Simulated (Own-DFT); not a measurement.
# Computed records: Si23GeO48 (quartz with substituted atoms, atoms displaced)

A calculation, not a measurement: plane-wave PBE and HSE06 DFT by an unreviewed code, no spin, of a simulated cell at Gamma alone, so results move with cell size and shape, stress positive in tension, energies less offsets, not probed for a lower state with spin; oxygen file: force components 24 meV/angstrom off all-electron in a glass; k mesh not checked against a denser one; forces and stress are PBE's, HSE06 gives the energy alone, and its difference from PBE has offsets of its own; offsets are fitted by least squares, one for each functional and potential file, so energies compare only between cells with the same atoms and settings and are not formation energies; the far tail of each file's local potential was reset to the Coulomb form; each entry is a single point on an unrelaxed cell, so the pressure reflects the starting lattice, mostly measured values (interpolated for alloys), from which strain is counted, and rises with the displacements; printed positions are rounded, which can move forces by about a meV/angstrom; the program, named Own-DFT, is a retired in-house code; no spin-orbit coupling. Program: Own-DFT development build.

Settings shared by all entries: first functional PBE; second functional HSE06; exact exchange share 0.25; screening 0.11 1/bohr; exchange divergence Gygi-Baldereschi; potential files PseudoDojo norm-conserving, scalar-relativistic, made for PBE, standard set; wave cutoff 48 hartree; occupations fixed; k mesh 1 x 1 x 1 centred on Gamma.

(1) Si23GeO48 (quartz with substituted atoms, atoms displaced)

```cif
# cell vector a (Å): 9.8268 0.0000 0.0000
# cell vector b (Å): -4.9134 8.5103 0.0000
# cell vector c (Å): 0.0000 0.0000 10.8104
data_Si23GeO48
_symmetry_space_group_name_H-M 'P 1'
_symmetry_Int_Tables_number 1
_cell_length_a 9.8268
_cell_length_b 9.8268
_cell_length_c 10.8104
_cell_angle_alpha 90.000
_cell_angle_beta 90.000
_cell_angle_gamma 120.000
_cell_volume 904.06
loop_
_atom_site_label
_atom_site_type_symbol
_atom_site_fract_x
_atom_site_fract_y
_atom_site_fract_z
_atom_site_occupancy
Si1 Si 0.23298 0.99709 0.00656 1
Si2 Si 0.00528 0.23923 0.33058 1
Si3 Si 0.27128 0.27025 0.17294 1
O1 O 0.20713 0.14267 0.06015 1
O2 O 0.43294 0.28988 0.22644 1
O3 O 0.36562 0.07086 0.39907 1
O4 O 0.07403 0.37408 0.44035 1
O5 O 0.13711 0.20293 0.27320 1
O6 O 0.29646 0.42202 0.10532 1
Si4 Si 0.23636 0.00445 0.49743 1
Si5 Si 0.00004 0.23040 0.82681 1
Ge1 Ge 0.26344 0.26604 0.66673 1
O7 O 0.20552 0.13373 0.55912 1
O8 O 0.42603 0.28907 0.72332 1
O9 O 0.36664 0.07479 0.88633 1
O10 O 0.08110 0.37868 0.94023 1
O11 O 0.13320 0.20267 0.76726 1
O12 O 0.29313 0.41996 0.60787 1
Si6 Si 0.22954 0.49808 0.99720 1
Si7 Si 0.99495 0.72883 0.32511 1
Si8 Si 0.25582 0.77047 0.16853 1
O13 O 0.21402 0.62992 0.05642 1
O14 O 0.42945 0.79490 0.21897 1
O15 O 0.36244 0.56751 0.38793 1
O16 O 0.07352 0.86561 0.43387 1
O17 O 0.13624 0.69912 0.27290 1
O18 O 0.30249 0.93173 0.10249 1
Si9 Si 0.23160 0.50044 0.50259 1
Si10 Si 0.00369 0.73632 0.82993 1
Si11 Si 0.26080 0.76165 0.66564 1
O19 O 0.20784 0.61990 0.55987 1
O20 O 0.42160 0.79263 0.72417 1
O21 O 0.36563 0.57292 0.88788 1
O22 O 0.08369 0.87082 0.93925 1
O23 O 0.13461 0.70864 0.77659 1
O24 O 0.28621 0.91541 0.60555 1
Si12 Si 0.73521 0.99518 0.99673 1
Si13 Si 0.50297 0.24440 0.33496 1
Si14 Si 0.76300 0.27072 0.16854 1
O25 O 0.71293 0.14205 0.05901 1
O26 O 0.92133 0.29304 0.23534 1
O27 O 0.86299 0.07862 0.39126 1
O28 O 0.56395 0.36508 0.44178 1
O29 O 0.64089 0.21542 0.26975 1
O30 O 0.79752 0.43473 0.08891 1
Si15 Si 0.73583 0.99463 0.49399 1
Si16 Si 0.48894 0.23324 0.83195 1
Si17 Si 0.77034 0.26702 0.66915 1
O31 O 0.70387 0.13131 0.55309 1
O32 O 0.91495 0.28525 0.72688 1
O33 O 0.85936 0.07191 0.89338 1
O34 O 0.57028 0.37579 0.94508 1
O35 O 0.63604 0.21129 0.77172 1
O36 O 0.79424 0.42832 0.60442 1
Si18 Si 0.72788 0.50292 0.00843 1
Si19 Si 0.49141 0.73382 0.34012 1
Si20 Si 0.78228 0.77201 0.16110 1
O37 O 0.70798 0.64135 0.06264 1
O38 O 0.92550 0.79607 0.23143 1
O39 O 0.86226 0.58135 0.40125 1
O40 O 0.56838 0.86510 0.44455 1
O41 O 0.63526 0.71240 0.27498 1
O42 O 0.79071 0.91815 0.09950 1
Si21 Si 0.74589 0.49982 0.49897 1
Si22 Si 0.50210 0.74029 0.83373 1
Si23 Si 0.76433 0.76305 0.66089 1
O43 O 0.69570 0.63085 0.55690 1
O44 O 0.92264 0.79601 0.72906 1
O45 O 0.86579 0.57197 0.89119 1
O46 O 0.56840 0.86428 0.93454 1
O47 O 0.63789 0.71249 0.77864 1
O48 O 0.79196 0.92462 0.60574 1
```

| Quantity | Value |
| --- | --- |
| PBE energy of cell above offsets | -13.465 eV |
| HSE06 less PBE above offsets | -0.354 eV |
| PBE pressure | 12.89 GPa |
| PBE stress xx | -13.11 GPa |
| PBE stress yy | -12.5 GPa |
| PBE stress zz | -13.05 GPa |
| PBE stress yz | 2.72 GPa |
| PBE stress xz | -2.23 GPa |
| PBE stress xy | -0.2 GPa |

Force:
```csv
element,x (eV/Å),y (eV/Å),z (eV/Å)
Si,-0.569,4.965,-3.082
Si,0.08,-0.561,2.024
Si,0.623,-0.261,-2.203
O,1.35,-2.321,-0.587
O,-1.777,0.848,-2.041
O,2.746,2.753,-3.497
O,-0.761,-2.153,-1.25
O,-1.558,-0.338,1.851
O,-1.125,1.98,-0.818
Si,-1.266,-2.911,2.271
Si,-0.763,1.103,2.936
Ge,4.409,-2.499,-0.88
O,-0.048,-3.939,-3.964
O,3.482,1.58,0.536
O,-1.811,-3.248,3.022
O,-4.174,-7.321,-4.896
O,-6.566,-3.42,7.258
O,-4.031,9.921,-5.25
Si,7.113,2.331,1.403
Si,2.444,1.156,4.183
Si,7.261,-1.728,-3.509
O,-3.361,4.547,3.221
O,-1.398,-0.109,1.066
O,-0.971,-1.392,1.459
O,0.171,-0.272,-0.419
O,-3.966,-1.27,2.571
O,0.592,-0.151,1.83
Si,6.659,-4.948,-3.007
Si,-3.029,-0.973,1.894
Si,0.994,-1.625,0.286
O,-5.304,6.911,4.423
O,1.27,0.103,0.443
O,-0.133,-0.37,0.393
O,-1.717,-1.811,-0.665
O,1.672,-0.808,-1.129
O,-1.591,2.438,-1.819
Si,-3.701,0.781,1.785
Si,2.223,-4.121,1.135
Si,2.965,1.292,-4.305
O,0.869,-1.662,-0.61
O,-0.647,1.297,-1.856
O,1.914,0.435,-1.576
O,1.777,2.732,2.098
O,-4.007,-0.819,3.742
O,5.735,-4.348,7.333
Si,-1.596,1.379,2.373
Si,4.645,3.311,1.293
Si,-6.224,-2.467,-4.241
O,0.339,1.094,1.292
O,6.417,1.149,2.369
O,2.507,1.915,-2.6
O,-1.365,-2.426,-1.821
O,-1.72,-0.009,1.132
O,1.99,-0.947,1.884
Si,-2.209,2.638,-7.71
Si,2.408,0.867,-4.244
Si,-7.241,-1.48,2.92
O,-0.004,-1.459,-1.331
O,2.825,1.217,-0.524
O,4.102,2.375,-5.884
O,-0.819,-0.434,0.14
O,0.782,0.662,-0.598
O,0.071,2.467,-0.317
Si,-8.511,-1.94,3.529
Si,-0.747,-3.507,-3.026
Si,-1.175,-0.747,2.204
O,1.501,-1.511,-0.823
O,1.355,0.325,-0.166
O,-0.641,0.827,0.54
O,0.398,3.729,3.638
O,0.82,0.081,-1.232
O,0.02,1.096,-0.598
```

(2) Si23GeO48 (quartz with substituted atoms, atoms displaced)

```cif
# cell vector a (Å): 9.8268 0.0000 0.0000
# cell vector b (Å): -4.9134 8.5103 0.0000
# cell vector c (Å): 0.0000 0.0000 10.8104
data_Si23GeO48
_symmetry_space_group_name_H-M 'P 1'
_symmetry_Int_Tables_number 1
_cell_length_a 9.8268
_cell_length_b 9.8268
_cell_length_c 10.8104
_cell_angle_alpha 90.000
_cell_angle_beta 90.000
_cell_angle_gamma 120.000
_cell_volume 904.06
loop_
_atom_site_label
_atom_site_type_symbol
_atom_site_fract_x
_atom_site_fract_y
_atom_site_fract_z
_atom_site_occupancy
Si1 Si 0.23036 0.00027 0.99911 1
Si2 Si 0.00982 0.23846 0.32579 1
Si3 Si 0.26843 0.26229 0.16955 1
O1 O 0.22231 0.14169 0.05705 1
O2 O 0.43215 0.30062 0.23123 1
O3 O 0.36826 0.06768 0.38842 1
O4 O 0.07210 0.36962 0.44351 1
O5 O 0.13767 0.21931 0.27384 1
O6 O 0.29297 0.42722 0.11361 1
Si4 Si 0.24280 0.01331 0.50003 1
Si5 Si 0.00724 0.23157 0.84475 1
Si6 Si 0.25323 0.25516 0.66714 1
O7 O 0.21382 0.13652 0.55894 1
O8 O 0.42088 0.28301 0.72805 1
O9 O 0.37247 0.07848 0.90183 1
O10 O 0.08643 0.37170 0.93709 1
O11 O 0.12177 0.20541 0.77049 1
O12 O 0.30792 0.42785 0.61210 1
Si7 Si 0.23032 0.49599 0.00676 1
Si8 Si 0.00247 0.74136 0.34006 1
Si9 Si 0.26117 0.77257 0.16543 1
O13 O 0.20919 0.63843 0.06814 1
O14 O 0.42103 0.79299 0.22872 1
O15 O 0.35537 0.56006 0.39787 1
O16 O 0.07610 0.86742 0.44869 1
O17 O 0.13214 0.70275 0.27698 1
O18 O 0.28913 0.92077 0.10015 1
Si10 Si 0.24072 0.50768 0.50709 1
Si11 Si 0.99596 0.73338 0.83248 1
Si12 Si 0.25978 0.75896 0.67055 1
O19 O 0.21003 0.64053 0.55949 1
O20 O 0.43042 0.79591 0.72876 1
O21 O 0.36146 0.56322 0.89541 1
O22 O 0.07352 0.86635 0.94034 1
O23 O 0.12684 0.70376 0.76784 1
O24 O 0.30284 0.93789 0.59742 1
Si13 Si 0.72835 0.99445 0.99513 1
Si14 Si 0.49702 0.23459 0.33585 1
Si15 Si 0.77189 0.27362 0.16484 1
O25 O 0.71165 0.13157 0.06285 1
O26 O 0.92176 0.29263 0.22568 1
O27 O 0.87026 0.06504 0.37874 1
O28 O 0.57802 0.36868 0.43725 1
O29 O 0.63631 0.20815 0.28029 1
O30 O 0.79828 0.43076 0.11060 1
Si16 Si 0.73273 0.00214 0.49104 1
Si17 Si 0.50398 0.23268 0.82437 1
Si18 Si 0.76312 0.26550 0.66615 1
O31 O 0.70437 0.12810 0.55308 1
O32 O 0.93145 0.30396 0.72510 1
O33 O 0.86927 0.06966 0.89256 1
O34 O 0.57804 0.36640 0.94251 1
O35 O 0.63212 0.21144 0.77452 1
O36 O 0.79740 0.42471 0.60212 1
Ge1 Ge 0.72891 0.49607 0.99863 1
Si19 Si 0.50105 0.73415 0.33308 1
Si20 Si 0.76631 0.76833 0.15346 1
O37 O 0.70266 0.63257 0.05573 1
O38 O 0.93537 0.80585 0.22393 1
O39 O 0.86509 0.57150 0.39363 1
O40 O 0.58421 0.87026 0.44836 1
O41 O 0.62455 0.69755 0.27065 1
O42 O 0.80057 0.93219 0.10865 1
Si21 Si 0.73446 0.50690 0.50092 1
Si22 Si 0.49826 0.73928 0.83718 1
Si23 Si 0.76334 0.76108 0.66750 1
O43 O 0.70400 0.64374 0.56829 1
O44 O 0.92776 0.80213 0.72312 1
O45 O 0.86577 0.58254 0.89433 1
O46 O 0.57578 0.86422 0.93805 1
O47 O 0.63405 0.70062 0.77048 1
O48 O 0.79564 0.92486 0.60801 1
```

| Item | Value |
| --- | --- |
| PBE energy of cell above offsets | -14.983 eV |
| HSE06 less PBE above offsets | -0.210 eV |
| PBE pressure | 11.43 GPa |
| PBE stress xx | -11.98 GPa |
| PBE stress yy | -12.37 GPa |
| PBE stress zz | -9.95 GPa |
| PBE stress yz | -3.98 GPa |
| PBE stress xz | 1.7 GPa |
| PBE stress xy | -0.97 GPa |

Force:
```csv
element,x (eV/Å),y (eV/Å),z (eV/Å)
Si,2.262,-0.261,-0.747
Si,-7.46,0.693,5.035
Si,0.026,1.999,-0.475
O,-1.88,0.737,0.879
O,-0.831,0.044,-0.921
O,-0.734,0.107,-0.135
O,0.49,-0.585,-0.36
O,6.006,-1.519,-2.362
O,0.145,-0.321,0.073
Si,1.333,-4.319,-2.183
Si,-5.786,1.223,-2.903
Si,1.695,3.044,1.077
O,-2.586,1.5,-0.047
O,-2.167,0.403,-1.637
O,0.65,0.028,-1.351
O,-2.493,-1.706,0.369
O,4.064,-1.327,-1.618
O,-1.687,0.774,-0.731
Si,2.133,4.034,1.512
Si,-0.127,-0.734,-1.922
Si,1.557,-2.669,4.039
O,0.525,-3.071,-2.826
O,0.843,0.394,0.677
O,3.164,3.92,-3.45
O,-0.362,0.635,0.013
O,-0.885,0.674,0.228
O,-1.059,3.265,-0.739
Si,-1.057,-4.264,1.099
Si,-0.641,2.436,-1.617
Si,1.276,4.813,-2.08
O,-0.28,-0.473,-0.273
O,-1.93,0.224,-0.893
O,0.481,2.295,-0.384
O,-0.89,-0.479,-0.563
O,-0.897,-0.572,1.651
O,2.107,-3.04,3.573
Si,2.772,3.18,2.924
Si,2.762,0.074,-0.604
Si,-2.516,-3.574,1.781
O,-0.608,0.134,-0.689
O,3.466,0.773,1
O,-0.618,0.613,0.931
O,-0.867,0.731,1.44
O,0.518,0.354,-1.566
O,1.264,0.887,1.25
Si,7.965,3.287,2.796
Si,-5.198,0.323,6.079
Si,2.563,-1.222,-1.301
O,-1.731,3.243,2.485
O,0.734,-1.217,2.049
O,-0.697,-1.096,0.813
O,-6.449,-9.103,-5.79
O,5.63,-1.145,-2.391
O,-1.459,1.491,-0.428
Ge,4.584,3.022,2.946
Si,-1.857,-0.468,1.538
Si,1.128,-1.305,5.389
O,-3.426,3.525,1.403
O,-0.596,-0.899,0.196
O,0.034,1.249,-0.3
O,-4.991,-7.735,-4.689
O,2.042,0.6,-1.733
O,-1.615,1.821,-2.141
Si,-0.153,-0.18,0.84
Si,2.335,-5.773,-2.665
Si,-1.101,6.373,2.911
O,1.781,-7.587,-7.051
O,2.958,-0.381,1.935
O,2.48,0.06,-2.781
O,-1.456,0.411,1.509
O,-3.45,-0.212,3.358
O,-1.232,1.843,-1.452
```

(3) Si23GeO48 (quartz with substituted atoms, atoms displaced)

```cif
# cell vector a (Å): 9.8268 0.0000 0.0000
# cell vector b (Å): -4.9134 8.5103 0.0000
# cell vector c (Å): 0.0000 0.0000 10.8104
data_Si23GeO48
_symmetry_space_group_name_H-M 'P 1'
_symmetry_Int_Tables_number 1
_cell_length_a 9.8268
_cell_length_b 9.8268
_cell_length_c 10.8104
_cell_angle_alpha 90.000
_cell_angle_beta 90.000
_cell_angle_gamma 120.000
_cell_volume 904.06
loop_
_atom_site_label
_atom_site_type_symbol
_atom_site_fract_x
_atom_site_fract_y
_atom_site_fract_z
_atom_site_occupancy
Si1 Si 0.23567 0.00518 0.99630 1
Si2 Si 0.98948 0.22709 0.33832 1
Si3 Si 0.26313 0.26013 0.17115 1
O1 O 0.20292 0.12856 0.05060 1
O2 O 0.42212 0.28985 0.22674 1
O3 O 0.36845 0.07292 0.39600 1
O4 O 0.08149 0.36398 0.43061 1
O5 O 0.12966 0.20543 0.27754 1
O6 O 0.30589 0.43323 0.10641 1
Si4 Si 0.24376 0.00549 0.50110 1
Si5 Si 0.00877 0.23850 0.82799 1
Si6 Si 0.26918 0.26850 0.67124 1
O7 O 0.19997 0.13632 0.55759 1
O8 O 0.42924 0.28831 0.72649 1
O9 O 0.37070 0.06793 0.89443 1
O10 O 0.08283 0.36727 0.94178 1
O11 O 0.13059 0.21218 0.77201 1
O12 O 0.29444 0.42425 0.61136 1
Si7 Si 0.23010 0.49513 0.00437 1
Si8 Si 0.01407 0.73417 0.34446 1
Ge1 Ge 0.26833 0.76543 0.15903 1
O13 O 0.20687 0.62897 0.06811 1
O14 O 0.43010 0.80030 0.21699 1
O15 O 0.37267 0.56935 0.39196 1
O16 O 0.07963 0.87394 0.43782 1
O17 O 0.12510 0.69229 0.28221 1
O18 O 0.28915 0.92683 0.10619 1
Si9 Si 0.23151 0.49667 0.49414 1
Si10 Si 0.99297 0.72731 0.83212 1
Si11 Si 0.26765 0.76188 0.66373 1
O19 O 0.20650 0.63160 0.55535 1
O20 O 0.43419 0.78685 0.72650 1
O21 O 0.36190 0.57600 0.89153 1
O22 O 0.07127 0.85803 0.94198 1
O23 O 0.14134 0.71566 0.78099 1
O24 O 0.29168 0.91745 0.60202 1
Si12 Si 0.74557 0.00925 0.99543 1
Si13 Si 0.50261 0.22865 0.32770 1
Si14 Si 0.76434 0.26248 0.17093 1
O25 O 0.69542 0.11621 0.05486 1
O26 O 0.92374 0.29455 0.22436 1
O27 O 0.87251 0.07333 0.39372 1
O28 O 0.57658 0.37008 0.43356 1
O29 O 0.64546 0.21587 0.27128 1
O30 O 0.80242 0.43292 0.11011 1
Si15 Si 0.72970 0.99803 0.50401 1
Si16 Si 0.49574 0.23096 0.83193 1
Si17 Si 0.76272 0.26336 0.66610 1
O31 O 0.71084 0.13294 0.55732 1
O32 O 0.92166 0.29349 0.72134 1
O33 O 0.86041 0.06654 0.89604 1
O34 O 0.56814 0.36330 0.93923 1
O35 O 0.63037 0.21224 0.76939 1
O36 O 0.79264 0.42212 0.60501 1
Si18 Si 0.73578 0.49783 0.00086 1
Si19 Si 0.49700 0.72814 0.33784 1
Si20 Si 0.77132 0.76799 0.17092 1
O37 O 0.70623 0.62532 0.05874 1
O38 O 0.91811 0.78414 0.22126 1
O39 O 0.86948 0.56656 0.38385 1
O40 O 0.58810 0.87798 0.44340 1
O41 O 0.63180 0.70445 0.27255 1
O42 O 0.79673 0.93313 0.10386 1
Si21 Si 0.73213 0.50285 0.50364 1
Si22 Si 0.50120 0.73902 0.83767 1
Si23 Si 0.75782 0.76088 0.66780 1
O43 O 0.71364 0.63725 0.56173 1
O44 O 0.92287 0.78852 0.72884 1
O45 O 0.86907 0.57685 0.89112 1
O46 O 0.58332 0.87420 0.94354 1
O47 O 0.63441 0.70960 0.77248 1
O48 O 0.78823 0.91958 0.61018 1
```

| Item | Value |
| --- | --- |
| PBE energy of cell above offsets | -14.631 eV |
| HSE06 less PBE above offsets | -0.327 eV |
| PBE pressure | 12.61 GPa |
| PBE stress xx | -15.31 GPa |
| PBE stress yy | -13.11 GPa |
| PBE stress zz | -9.42 GPa |
| PBE stress yz | -1 GPa |
| PBE stress xz | 2.02 GPa |
| PBE stress xy | -0.81 GPa |

Force:
```csv
element,x (eV/Å),y (eV/Å),z (eV/Å)
Si,1.058,-4.919,-0.653
Si,1.529,2.707,-5.157
Si,-2.611,0.282,-2.686
O,-2.488,4.29,3.136
O,2.357,-0.35,0.768
O,1.891,0.911,-1.829
O,-1.108,1.243,1.779
O,0.797,-0.21,-1.022
O,0.314,-1.856,1.095
Si,-2.981,-0.388,1.374
Si,-7.536,-0.591,3.649
Si,0.208,-1.693,-1.709
O,1.401,-0.422,0.626
O,-2.077,0.717,-1.786
O,0.224,0.07,-0.95
O,-2.749,-3.502,-2.25
O,5.367,-1.342,-1.914
O,-1.595,2.558,-2.111
Si,3.262,3.143,0.265
Si,-5.684,-0.429,-2.524
Ge,-4.688,2.157,6.353
O,-0.275,-8.336,-7.435
O,8.286,0.534,5.929
O,-1.159,-1.953,1.459
O,-0.175,1.091,1.316
O,4.281,-0.231,-1.886
O,-2.159,5.319,-1.836
Si,2.172,0.006,2.3
Si,2.032,4.036,-0.066
Si,0.51,-0.886,3.163
O,-0.112,-0.288,-0.2
O,-3.489,1.074,-3.227
O,-0.293,-0.502,0.827
O,0.091,1.062,0.141
O,1.575,-0.398,-1.922
O,0.038,1.633,-0.093
Si,-1.753,-5.186,4.745
Si,-1.184,1.993,1.412
Si,1.694,0.777,-7.73
O,-3.442,6.237,4.294
O,3.181,-0.331,1.928
O,-2.433,-4.574,3.157
O,-0.378,-0.759,-0.084
O,-3.82,-2.482,4.039
O,0.14,-1.441,-0.338
Si,6.939,3.112,1.692
Si,1.343,0.117,2.672
Si,-1.187,-0.569,-0.547
O,-1.767,1.908,1.039
O,3.454,0.002,2.269
O,6.266,5.917,-7.839
O,0.6,0.412,0.407
O,1.314,-0.933,-0.159
O,-0.786,1.553,-0.727
Si,0.482,-0.957,-0.709
Si,0.708,4.944,-3.381
Si,-5.002,-0.393,-4.622
O,-1.802,2.674,1.666
O,7.319,0.752,4.386
O,-1.898,-0.864,3.162
O,-5.277,-7.562,-4.921
O,-0.693,-0.056,0.789
O,1.565,-1.839,1.887
Si,3.129,-1.471,-3.323
Si,1.929,-0.272,2.227
Si,2.404,1.162,1.483
O,-1.104,-0.55,-1.06
O,-0.974,0.482,-1.48
O,-1.452,-4.689,1.868
O,-1.689,-2.782,-1.837
O,-1.291,-1.278,1.918
O,-0.75,2.407,-1.209
```
